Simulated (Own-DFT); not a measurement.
Simulation results for Hf$_{36}$O$_{71}$ (tetragonal hafnia with one neutral oxygen vacancy, atoms displaced)

A calculation, not a measurement: plane-wave PBE and HSE06 DFT by an unreviewed code, no spin, of a simulated cell at Gamma alone, so results move with cell size and shape, stress positive in tension, energies less offsets, not probed for a lower state with spin; hafnium file: forces about 75 meV/angstrom off all-electron values; oxygen file: force components 24 meV/angstrom off all-electron in a glass; k mesh not checked against a denser one; forces and stress are PBE's, HSE06 gives the energy alone, and its difference from PBE has offsets of its own; offsets are fitted by least squares, one for each functional and potential file, so energies compare only between cells with the same atoms and settings and are not formation energies; the far tail of each file's local potential was reset to the Coulomb form; each entry is a single point on an unrelaxed cell, so the pressure reflects the starting lattice, taken from the Materials Project, from which strain is counted, and rises with the displacements; printed positions are rounded, which can move forces by about a meV/angstrom; the program is a retired in-house code; no spin-orbit coupling. Program: Own-DFT development build.

Settings shared by all entries: first functional PBE; second functional HSE06; exact exchange share 0.25; screening 0.11 1/bohr; exchange divergence Gygi-Baldereschi; potential files PseudoDojo norm-conserving, scalar-relativistic, made for PBE, standard set; wave cutoff 48 hartree; occupations fixed; k mesh 1 x 1 x 1 centred on Gamma.

(1) Hf$_{36}$O$_{71}$ (tetragonal hafnia with one neutral oxygen vacancy, atoms displaced)

```
cell vectors (Å)
  10.7800     0.0000     0.0000
   0.0000    10.7800     0.0000
   0.0000     0.0000    10.4493
atoms (fractions of the cell vectors)
Hf  0.99773  0.00301  0.99690
Hf  0.16750  0.16424  0.24901
O   0.99978  0.16832  0.15597
O   0.16470  0.00127  0.34436
O   0.99787  0.16919  0.40547
O   0.16242  0.99573  0.09623
Hf  0.99975  0.99899  0.49872
Hf  0.16817  0.16743  0.75130
O   0.00157  0.16494  0.65107
O   0.16672  0.00000  0.84876
O   0.00260  0.16917  0.90093
O   0.16550  0.00209  0.59496
Hf  0.99988  0.33332  0.99934
Hf  0.16425  0.49762  0.24805
O   0.99949  0.49847  0.15172
O   0.16859  0.33330  0.34282
O   0.00284  0.50018  0.39841
O   0.17180  0.33102  0.09408
Hf  0.99941  0.33146  0.49895
Hf  0.16350  0.50477  0.74486
O   0.00250  0.50180  0.65507
O   0.16829  0.32870  0.84454
O   0.99680  0.49776  0.90500
O   0.16783  0.33536  0.59646
Hf  0.00282  0.66524  0.99764
Hf  0.16354  0.83199  0.25475
O   0.99911  0.83093  0.15019
O   0.16949  0.67067  0.34637
O   0.00048  0.83106  0.40560
O   0.16109  0.66348  0.10066
Hf  0.99809  0.67277  0.50175
Hf  0.17131  0.82595  0.75273
O   0.00700  0.83327  0.65355
O   0.16878  0.66523  0.84692
O   0.00398  0.83551  0.90337
O   0.16915  0.66986  0.59990
Hf  0.33347  0.99990  0.00288
Hf  0.49739  0.17048  0.24723
O   0.33060  0.16624  0.15239
O   0.49906  0.99963  0.34968
O   0.33177  0.16862  0.40322
O   0.49654  0.99549  0.09575
Hf  0.33609  0.99618  0.49824
Hf  0.50186  0.16479  0.74844
O   0.33119  0.16362  0.65356
O   0.50185  0.99619  0.84636
O   0.33371  0.17381  0.90751
O   0.49473  0.00671  0.59326
Hf  0.33473  0.33184  0.00040
Hf  0.50108  0.49592  0.25215
O   0.33072  0.49828  0.15456
O   0.50086  0.33221  0.34737
O   0.33402  0.50651  0.40082
O   0.49897  0.33166  0.09981
Hf  0.32807  0.33314  0.50124
Hf  0.49895  0.49695  0.74635
O   0.33113  0.50144  0.65251
O   0.50100  0.33513  0.84730
O   0.49880  0.33182  0.59758
Hf  0.33229  0.66589  0.99746
Hf  0.50048  0.83588  0.25281
O   0.32849  0.83172  0.14972
O   0.49822  0.66821  0.34317
O   0.33199  0.82830  0.40675
O   0.50055  0.66287  0.09293
Hf  0.33617  0.66830  0.50245
Hf  0.50568  0.83060  0.74910
O   0.33378  0.83302  0.65149
O   0.49867  0.66917  0.84548
O   0.33004  0.83743  0.90120
O   0.49688  0.66567  0.59949
Hf  0.66312  0.99828  0.00191
Hf  0.83040  0.16724  0.24820
O   0.66675  0.16296  0.15449
O   0.83219  0.00330  0.34578
O   0.66609  0.16776  0.40489
O   0.83535  0.00203  0.09787
Hf  0.66712  0.99838  0.49950
Hf  0.83201  0.16621  0.74808
O   0.66068  0.16743  0.64768
O   0.83061  0.00303  0.84973
O   0.66801  0.16824  0.90762
O   0.83443  0.99575  0.59848
Hf  0.66496  0.33385  0.99912
Hf  0.83940  0.49878  0.24516
O   0.66164  0.50084  0.15032
O   0.83497  0.32787  0.34618
O   0.66785  0.50327  0.40430
O   0.83886  0.33460  0.09832
Hf  0.66771  0.33251  0.50342
Hf  0.83216  0.50238  0.75015
O   0.66878  0.50044  0.65258
O   0.83533  0.32978  0.84528
O   0.66767  0.50204  0.89892
O   0.83435  0.33697  0.59739
Hf  0.66994  0.67361  0.99855
Hf  0.83471  0.83181  0.25119
O   0.67191  0.83429  0.14762
O   0.83801  0.66784  0.34685
O   0.66251  0.83308  0.39937
O   0.83434  0.66574  0.10432
Hf  0.66468  0.66294  0.49723
Hf  0.83479  0.83639  0.75156
O   0.66386  0.83535  0.65265
O   0.83324  0.67165  0.84653
O   0.66662  0.83495  0.89811
O   0.83041  0.66926  0.59953
```

- PBE energy of cell above offsets: -100.937 eV
- HSE06 less PBE above offsets: -0.150 eV
- PBE pressure: 1.14 GPa
- PBE stress xx: -0.41 GPa
- PBE stress yy: -1.11 GPa
- PBE stress zz: -1.9 GPa
- PBE stress yz: -0.07 GPa
- PBE stress xz: 0.19 GPa
- PBE stress xy: 0.01 GPa

Force:
| element | x (eV/Å) | y (eV/Å) | z (eV/Å) |
| --- | --- | --- | --- |
| Hf | 0.775 | -0.116 | 0.434 |
| Hf | -0.484 | 0.324 | -0.085 |
| O | 0.109 | 0.023 | -0.32 |
| O | -0.064 | -0.479 | 0.488 |
| O | 0.288 | -0.649 | -0.118 |
| O | 0.438 | 0.561 | 0.004 |
| Hf | 0.856 | 0.881 | 0.55 |
| Hf | -0.276 | -1.117 | -0.133 |
| O | -0.788 | 0.261 | 0.262 |
| O | 0.11 | 0.222 | -0.412 |
| O | -0.398 | -0.306 | 0.102 |
| O | 0.273 | -0.189 | -0.49 |
| Hf | 0.876 | -0.545 | 0.019 |
| Hf | 0.652 | 0.878 | 0.405 |
| O | 0.366 | -0.172 | -0.452 |
| O | 0.004 | -0.218 | 0.512 |
| O | -0.279 | 0.117 | 0.604 |
| O | -1.172 | 0.229 | 0.125 |
| Hf | 0.18 | 0.274 | -0.206 |
| Hf | 1.031 | -1.508 | 0.725 |
| O | -1.218 | 0.207 | -0.492 |
| O | 0.099 | 1.916 | 0.046 |
| O | 0.035 | 0.574 | -0.529 |
| O | -0.668 | -0.002 | -0.12 |
| Hf | -0.496 | 0.695 | 0.853 |
| Hf | 0.241 | 0.183 | -1.435 |
| O | -0.23 | 0.018 | 0.734 |
| O | -0.509 | -1.015 | 0.371 |
| O | -0.18 | 0.895 | -0.594 |
| O | 0.795 | -0.086 | -0.822 |
| Hf | 0.385 | -1.319 | 0.101 |
| Hf | 0.215 | 2.227 | -0.356 |
| O | -1.303 | -0.274 | 0.03 |
| O | 0.077 | -0.64 | 0.894 |
| O | -0.44 | -0.597 | -0.273 |
| O | -0.519 | -0.341 | -0.089 |
| Hf | -1.631 | -0.114 | -0.675 |
| Hf | -0.001 | -0.288 | 0.707 |
| O | 0.727 | -0.383 | 0.069 |
| O | -0.111 | 0.277 | -0.511 |
| O | 0.131 | -0.359 | -0.131 |
| O | 0.738 | 0.14 | 0.562 |
| Hf | -1.347 | 0.717 | 0.372 |
| Hf | -1.322 | -0.012 | 0.213 |
| O | 0.669 | 0.461 | 0.2 |
| O | 0.141 | 0.905 | 0.046 |
| O | 0.437 | -1.911 | -0.568 |
| O | 1.43 | -0.335 | 0.496 |
| Hf | -0.407 | 1.587 | -0.287 |
| Hf | -0.749 | 0.977 | -0.625 |
| O | 0.654 | 0.167 | -0.474 |
| O | 0.105 | 0.05 | 0.167 |
| O | 0.037 | -1.308 | 0.53 |
| O | 0.411 | -0.347 | -0.006 |
| Hf | 0.608 | 0.293 | -0.597 |
| Hf | -0.112 | 0.519 | 0.6 |
| O | 0.242 | -0.194 | 0.51 |
| O | 0.015 | -0.258 | 0.037 |
| O | -0.099 | 0.396 | 0.026 |
| Hf | 0.374 | -0.094 | 0.632 |
| Hf | -0.383 | -0.596 | -0.929 |
| O | 0.664 | 0.098 | 0.783 |
| O | 0.434 | -0.148 | 0.362 |
| O | 0.31 | 1.253 | -0.879 |
| O | -0.114 | 0.555 | -0.281 |
| Hf | -0.795 | -0.581 | -0.339 |
| Hf | -1.512 | 0.211 | 0.118 |
| O | 0.567 | 0.133 | 0.182 |
| O | -0.328 | -0.73 | 0.095 |
| O | 0.046 | -0.912 | 0.271 |
| O | 1.291 | -0.075 | -0.286 |
| Hf | 0.8 | 0.305 | 0.03 |
| Hf | 0.781 | -0.326 | 0.079 |
| O | -0.755 | 0.175 | -0.338 |
| O | -0.007 | -0.896 | 0.469 |
| O | -0.016 | -0.275 | -0.031 |
| O | -0.599 | -0.029 | -0.316 |
| Hf | -0.334 | 0.394 | -0.242 |
| Hf | 0.636 | 0.184 | 0.021 |
| O | 1.492 | -0.072 | 0.585 |
| O | 0.126 | -0.249 | -0.35 |
| O | -0.348 | -0.34 | -0.546 |
| O | -0.398 | 0.089 | 0.003 |
| Hf | 0.322 | 0.98 | 0.153 |
| Hf | -1.058 | 0.001 | 0.54 |
| O | 1.23 | -0.486 | 0.336 |
| O | -0.273 | 1.424 | 0.22 |
| O | -0.134 | -0.971 | -0.287 |
| O | -1.49 | 0.068 | -0.223 |
| Hf | -0.265 | -0.013 | -0.607 |
| Hf | 0.083 | -0.359 | 0.39 |
| O | -0.309 | -0.009 | -0.315 |
| O | -0.29 | 0.548 | -0.047 |
| O | 0.397 | -0.078 | 0.321 |
| O | -0.11 | -0.231 | 0.095 |
| Hf | -0.541 | -1.294 | 0.595 |
| Hf | 0.338 | 0.337 | -0.686 |
| O | -0.902 | 0.061 | 0.24 |
| O | -0.235 | -0.339 | 0.466 |
| O | 0.257 | -0.128 | 0.22 |
| O | 0.019 | -0.257 | -0.997 |
| Hf | -0.044 | 0.682 | 0.378 |
| Hf | 0.384 | 0.171 | -0.529 |
| O | 0.828 | 0.236 | -0.49 |
| O | 0.111 | -0.431 | 0.291 |
| O | 0.14 | 0.053 | 0.128 |
| O | 0.267 | 0.061 | -0.27 |

(2) Hf$_{36}$O$_{71}$ (tetragonal hafnia with one neutral oxygen vacancy, atoms displaced)

```
cell vectors (Å)
  10.7800     0.0000     0.0000
   0.0000    10.7800     0.0000
   0.0000     0.0000    10.4493
atoms (fractions of the cell vectors)
Hf  0.98698  0.99029  0.00518
Hf  0.16520  0.16502  0.26129
O   0.00542  0.16675  0.15471
O   0.16591  0.99955  0.35379
O   0.01517  0.15317  0.39523
O   0.16786  0.98874  0.10487
Hf  0.00072  0.98753  0.49475
Hf  0.16864  0.16098  0.75317
O   0.00207  0.18152  0.65473
O   0.15831  0.98410  0.86231
O   0.99998  0.16325  0.90885
O   0.16171  0.99583  0.58827
Hf  0.00374  0.33177  0.99922
Hf  0.14750  0.49351  0.23752
O   0.00210  0.49609  0.14238
O   0.16783  0.34439  0.34799
O   0.99542  0.48318  0.40155
O   0.17887  0.32935  0.09064
Hf  0.00169  0.33509  0.50851
Hf  0.17088  0.49725  0.75841
O   0.99082  0.50653  0.64936
O   0.17135  0.33203  0.84753
O   0.99840  0.49903  0.90061
O   0.17025  0.34109  0.59390
Hf  0.00023  0.65468  0.99030
Hf  0.16716  0.83828  0.24112
O   0.00600  0.82843  0.14990
O   0.17921  0.65466  0.35447
O   0.99644  0.83286  0.40929
O   0.17464  0.65908  0.09870
Hf  0.01382  0.67364  0.49902
Hf  0.17167  0.82516  0.75054
O   0.00964  0.83389  0.64948
O   0.16627  0.67690  0.86207
O   0.99104  0.81981  0.88790
O   0.17014  0.67078  0.59984
Hf  0.34105  0.00948  0.00267
Hf  0.51661  0.16986  0.24841
O   0.34473  0.17240  0.18049
O   0.50132  0.99599  0.34918
O   0.32991  0.15717  0.39742
O   0.49056  0.99991  0.10369
Hf  0.33682  0.00338  0.50795
Hf  0.50115  0.15486  0.74577
O   0.32811  0.15847  0.65433
O   0.50583  0.98921  0.85569
O   0.50646  0.99356  0.61798
Hf  0.31489  0.33570  0.00508
Hf  0.49776  0.48839  0.25704
O   0.33159  0.50187  0.15403
O   0.50207  0.34319  0.34144
O   0.32896  0.49840  0.40623
O   0.49545  0.32154  0.09871
Hf  0.34089  0.32515  0.50593
Hf  0.50227  0.49930  0.74304
O   0.34369  0.49981  0.64778
O   0.49699  0.33140  0.85201
O   0.33747  0.49558  0.90323
O   0.48713  0.33370  0.59365
Hf  0.34377  0.67313  0.99216
Hf  0.49957  0.83619  0.25564
O   0.33613  0.83116  0.14371
O   0.51428  0.65977  0.34512
O   0.32503  0.83262  0.39298
O   0.49432  0.64337  0.10528
Hf  0.32924  0.64582  0.48315
Hf  0.50583  0.82949  0.74432
O   0.34179  0.81955  0.64645
O   0.50027  0.66331  0.82969
O   0.34468  0.83986  0.89529
O   0.49976  0.67090  0.60370
Hf  0.67671  0.99496  0.02535
Hf  0.83547  0.16899  0.24998
O   0.65913  0.15587  0.15219
O   0.82444  0.00849  0.34521
O   0.65450  0.17166  0.38622
O   0.82529  0.99519  0.09895
Hf  0.66153  0.98818  0.48909
Hf  0.83226  0.15690  0.75169
O   0.67130  0.15974  0.64111
O   0.81682  0.99616  0.84818
O   0.66814  0.16419  0.91340
O   0.83399  0.01146  0.60237
Hf  0.66366  0.33291  0.98430
Hf  0.83236  0.48753  0.26329
O   0.66425  0.50337  0.16312
O   0.85014  0.34396  0.33456
O   0.67781  0.50003  0.41647
O   0.82325  0.34750  0.11040
Hf  0.65968  0.33081  0.50545
Hf  0.83429  0.49686  0.75998
O   0.65915  0.50071  0.64503
O   0.83085  0.33863  0.85583
O   0.65983  0.49571  0.90702
O   0.81127  0.32994  0.59362
Hf  0.68021  0.67320  0.98969
Hf  0.83885  0.83839  0.24580
O   0.65828  0.82778  0.16360
O   0.83769  0.66580  0.33097
O   0.66629  0.82160  0.40383
O   0.84726  0.65680  0.09576
Hf  0.65959  0.65696  0.49747
Hf  0.83856  0.84017  0.74630
O   0.66213  0.82542  0.66140
O   0.84153  0.66253  0.85585
O   0.67585  0.83159  0.90894
O   0.82576  0.66740  0.59925
```

- PBE energy of cell above offsets: -83.413 eV
- HSE06 less PBE above offsets: 0.738 eV
- PBE pressure: 6.2 GPa
- PBE stress xx: -5.9 GPa
- PBE stress yy: -6.98 GPa
- PBE stress zz: -5.72 GPa
- PBE stress yz: 0.98 GPa
- PBE stress xz: -0.53 GPa
- PBE stress xy: 0.29 GPa

Force:
| element | x (eV/Å) | y (eV/Å) | z (eV/Å) |
| --- | --- | --- | --- |
| Hf | 4.813 | -0.479 | -1.952 |
| Hf | 1.951 | -0.005 | 0.104 |
| O | -1.703 | 0.044 | -0.887 |
| O | -0.308 | -1.233 | -0.861 |
| O | -1.816 | 1.933 | 1.282 |
| O | -0.687 | 1.029 | -0.504 |
| Hf | 0.7 | 3.004 | 1.443 |
| Hf | -0.959 | -1.274 | 0.816 |
| O | -0.571 | -0.187 | 0.874 |
| O | -0.035 | 1.866 | -1.586 |
| O | -0.63 | -0.472 | -0.141 |
| O | 1.09 | 0.668 | 1.647 |
| Hf | -1.938 | -0.282 | 1.026 |
| Hf | 5.299 | 2.082 | 2.097 |
| O | -2.07 | -1.001 | -1.327 |
| O | -0.327 | -2.739 | -0.246 |
| O | 0.678 | 3.595 | 0.099 |
| O | -9.041 | -0.327 | 4.384 |
| Hf | -0.164 | -0.858 | -0.513 |
| Hf | 1.134 | 1.303 | -1.53 |
| O | 1.328 | -1.103 | 0.81 |
| O | -0.618 | -0.488 | -0.017 |
| O | 0.95 | -2.469 | -1.489 |
| O | 0.067 | 0.048 | 1.162 |
| Hf | 1.155 | 2.451 | 2.26 |
| Hf | 3.839 | -0.707 | 0.642 |
| O | -2.289 | 1.158 | -0.393 |
| O | -2.812 | 0.801 | -0.875 |
| O | -0.412 | -0.732 | -2.776 |
| O | -1.434 | 0.458 | -0.289 |
| Hf | -1.995 | -2.939 | 0.787 |
| Hf | 1.909 | 0.953 | -0.288 |
| O | -1.637 | -0.039 | -0.519 |
| O | 0.337 | -2.397 | -1.571 |
| O | -0.69 | 2.452 | 1.481 |
| O | -0.208 | -0.988 | 0.583 |
| Hf | -1.31 | -1.706 | -0.68 |
| Hf | -4.541 | 0.886 | 0.65 |
| O | -3.084 | -0.706 | -2.569 |
| O | 0.93 | 0.562 | 1.748 |
| O | 0.387 | 1.226 | 2.873 |
| O | 2.417 | -0.105 | 0.667 |
| Hf | -0.883 | -2.635 | -1.306 |
| Hf | 0.919 | -0.18 | 2.397 |
| O | 0.913 | 0.092 | 0.146 |
| O | -0.31 | 2.831 | -0.132 |
| O | -0.599 | 1.126 | -2.674 |
| Hf | 10.64 | 0.185 | -3.279 |
| Hf | -0.339 | 5.881 | -5.674 |
| O | -1.103 | -1.697 | 0.483 |
| O | -0.039 | -5.422 | 4.093 |
| O | 1.462 | -5.299 | -1.614 |
| O | 1.029 | 0.31 | -0.51 |
| Hf | -4.518 | 0.826 | -3.621 |
| Hf | -0.276 | 0.113 | 1.538 |
| O | -2.739 | -0.017 | 0.396 |
| O | 0.579 | -1.392 | -1.913 |
| O | -1.497 | 1.005 | -0.96 |
| O | 4.229 | -1.109 | 1.983 |
| Hf | 0.273 | -0.661 | 2.171 |
| Hf | -2.926 | -2.571 | -0.226 |
| O | -0.037 | -0.119 | 0.503 |
| O | -1.113 | 0.519 | 1 |
| O | 0.804 | 0.266 | 0.491 |
| O | 0.948 | 2.311 | -2.706 |
| Hf | 1.405 | 6.223 | 3.411 |
| Hf | -3.151 | -0.213 | 1.032 |
| O | -1.669 | 1.813 | 0.507 |
| O | 0.235 | 0.007 | 2.792 |
| O | -0.573 | -0.229 | 0.558 |
| O | 0.295 | -1.051 | -2.26 |
| Hf | -8.704 | 0.417 | -5.519 |
| Hf | 0.077 | 2.446 | -0.142 |
| O | 5.196 | -0.748 | -1.813 |
| O | 0.095 | -1.525 | 0.364 |
| O | 1.697 | -0.13 | 2.196 |
| O | 5.75 | -0.074 | 3.283 |
| Hf | 0.001 | 0.927 | 1.117 |
| Hf | -0.427 | 1.334 | -0.753 |
| O | -1.539 | 0.466 | 1.148 |
| O | 1.437 | 0.754 | 1.035 |
| O | 0.59 | -1.253 | -1.594 |
| O | 0.43 | -1.518 | -0.533 |
| Hf | -1.766 | 0.506 | 3.538 |
| Hf | -2.288 | 8.048 | -5.591 |
| O | 0.439 | -0.517 | 0.459 |
| O | -0.017 | -10.36 | 5.02 |
| O | 0.505 | -2.918 | -1.856 |
| O | 1.253 | -2.197 | -2.234 |
| Hf | -1.251 | 0.42 | -0.967 |
| Hf | -1.207 | 1.674 | -2.341 |
| O | 1.122 | -0.818 | 1.331 |
| O | 0.705 | -1.829 | -0.366 |
| O | 0.711 | 2.133 | -1.63 |
| O | 4.152 | 0.146 | 0.98 |
| Hf | -1.114 | -3.436 | 3.279 |
| Hf | -0.894 | -3.825 | 1.389 |
| O | 2.727 | 0.795 | -1.665 |
| O | 0.65 | 1.807 | 1.089 |
| O | 0.547 | 2.415 | 0.098 |
| O | -1.937 | 1.496 | -0.661 |
| Hf | -0.059 | 1.351 | 2.138 |
| Hf | -0.386 | -2.604 | -0.712 |
| O | 3.55 | 1.191 | -1.476 |
| O | -1.387 | -0.391 | -1.219 |
| O | 0.089 | 0.954 | -0.025 |
| O | 1.593 | 0.665 | -0.417 |
